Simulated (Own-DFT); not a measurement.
# A change of arrangement and its cost: In32P32, 64 atoms

These are calculations, not measurements. The program, named Own-DFT, is a retired in-house plane-wave density functional code that no person has reviewed. Each row is one single-point run on a periodic cell that was not relaxed, without spin or spin-orbit coupling.

Settings of every run: PBE; PseudoDojo norm-conserving scalar-relativistic files; cutoff 36 hartree; 3 x 3 x 3 k mesh centred on Gamma; Fermi-Dirac smearing of 0.1 eV.

Known limits, some of them of some rows only: not probed for a lower state with spin; forces on such cells moved up to 12 meV/angstrom on a denser k mesh; stress not checked against mesh or cutoff.

All cells hold the same atoms in the same cell, with vectors in Å (11.737, 0.000, 0.000); (0.000, 11.737, 0.000); (0.000, 0.000, 11.737). Every atom was moved at random from its ideal site; u is the rms move along one axis. The defect's site can differ from row to row. E is the free energy of the cell above the lowest run. The arrangements:

- A: zincblende InP
- B: zincblende InP, with one In on a P site and one P on an In site, 2.5 Å apart

| arrangement | u (Å) | E (eV) | P (GPa) |
|---|---|---|---|
| A | 0.0204 | 0.000 | 3.20 |
| A | 0.0211 | 0.074 | 3.22 |
| A | 0.0214 | 0.036 | 3.21 |
| A | 0.0512 | 2.110 | 3.59 |
| A | 0.0516 | 2.476 | 3.70 |
| A | 0.0521 | 2.089 | 3.62 |
| B | 0.0280 | 4.445 | 3.63 |
| B | 0.0287 | 4.478 | 3.66 |
| B | 0.0297 | 4.657 | 3.68 |
| B | 0.0493 | 6.041 | 3.94 |
| B | 0.0494 | 5.837 | 3.91 |
| B | 0.0501 | 6.064 | 3.93 |

Question: once the cost of the random moves is taken out, how do the arrangements rank?

## Worked answer

Fit E = a + b u², with one b for all and one a for each arrangement, and with residuals divided by u², since the noise grows with the moves. Then b = 954 eV/Å², the scatter at u = 0.04 Å is 0.12 eV, and against A:

- B: 4.10 ± 0.04 eV (higher)

These are energies of unrelaxed cells. Relaxing the atoms lowers the strained arrangements most, so the gaps would shrink and small ones could change sign.
